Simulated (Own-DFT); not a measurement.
# What a defect does to the pressure of its cell: zincblende GaAs

The numbers are computed, not measured, by runs of the plane-wave DFT program Own-DFT (in-house, retired, unreviewed) at fixed positions, with no spin and no spin-orbit coupling.

All runs used: PBE; PseudoDojo norm-conserving scalar-relativistic files; cutoff 42 hartree; 3 x 3 x 3 k mesh centred on Gamma; Fermi-Dirac smearing of 0.1 eV.

Caveats (not all hold for every row): not probed for a lower state with spin; forces on such cells failed a check on a denser k mesh; forces not confirmed at this smearing and k mesh; stress not checked against mesh or cutoff.

All runs share one cell, with vectors in Å (11.307, 0.000, 0.000); (0.000, 11.307, 0.000); (0.000, 0.000, 11.307) and a volume of 1445.4 Å³. Atoms were moved at random from their sites; u is the rms move along one axis. The defect's site can differ from row to row.

```
cell,formula,u (Å),P (GPa)
no defect,As32Ga32,0.0191,3.51
no defect,As32Ga32,0.0201,3.52
no defect,As32Ga32,0.0517,3.94
one As on a Ga site,As33Ga31,0.0306,4.31
one As on a Ga site,As33Ga31,0.0483,4.60
one As on a Ga site,As33Ga31,0.0545,4.70
two As on a Ga site each,As34Ga30,0.0291,?
two As on a Ga site each,As34Ga30,0.0295,4.78
two As on a Ga site each,As34Ga30,0.0297,4.80
two As on a Ga site each,As34Ga30,0.0303,4.79
one P on an As site,As31Ga32P,0.0286,3.33
one P on an As site,As31Ga32P,0.0318,3.39
one P on an As site,As31Ga32P,0.0348,3.47
one As on a Ga site and one Ga on an As site,As32Ga32,0.0281,3.92
one As on a Ga site and one Ga on an As site,As32Ga32,0.0490,4.34
one As on a Ga site and one Ga on an As site,As32Ga32,0.0519,4.32
```

## Worked fit

P = P0 + c u² + a shift for each defect gives P0 = 3.42 GPa, c = 203 ± 11 GPa/Å² and a scatter of 0.03 GPa. The shifts, and each times the cell's volume:

- two As on a Ga site each: 1.19 ± 0.03 GPa, 10.7 eV (5.4 eV for each of its 2 sites)
- one As on a Ga site: 0.69 ± 0.03 GPa, 6.3 eV
- one As on a Ga site and one Ga on an As site: 0.37 ± 0.03 GPa, 3.4 eV
- one P on an As site: -0.23 ± 0.03 GPa, -2.1 eV

A positive shift means that the defect pushes the cell outwards. Shift times volume (160.2 GPa Å³ is 1 eV) depends little on the cell's size, so, taken for each site, it can be compared between cells at like pressure. The atoms around the defects weren't relaxed, which would change these numbers.

## Withheld run

The question: what pressure belongs in the blank (two As on a Ga site each, u = 0.0291 Å)?

The fit gives 4.78 ± 0.04 GPa. DFT gave 4.79 GPa.
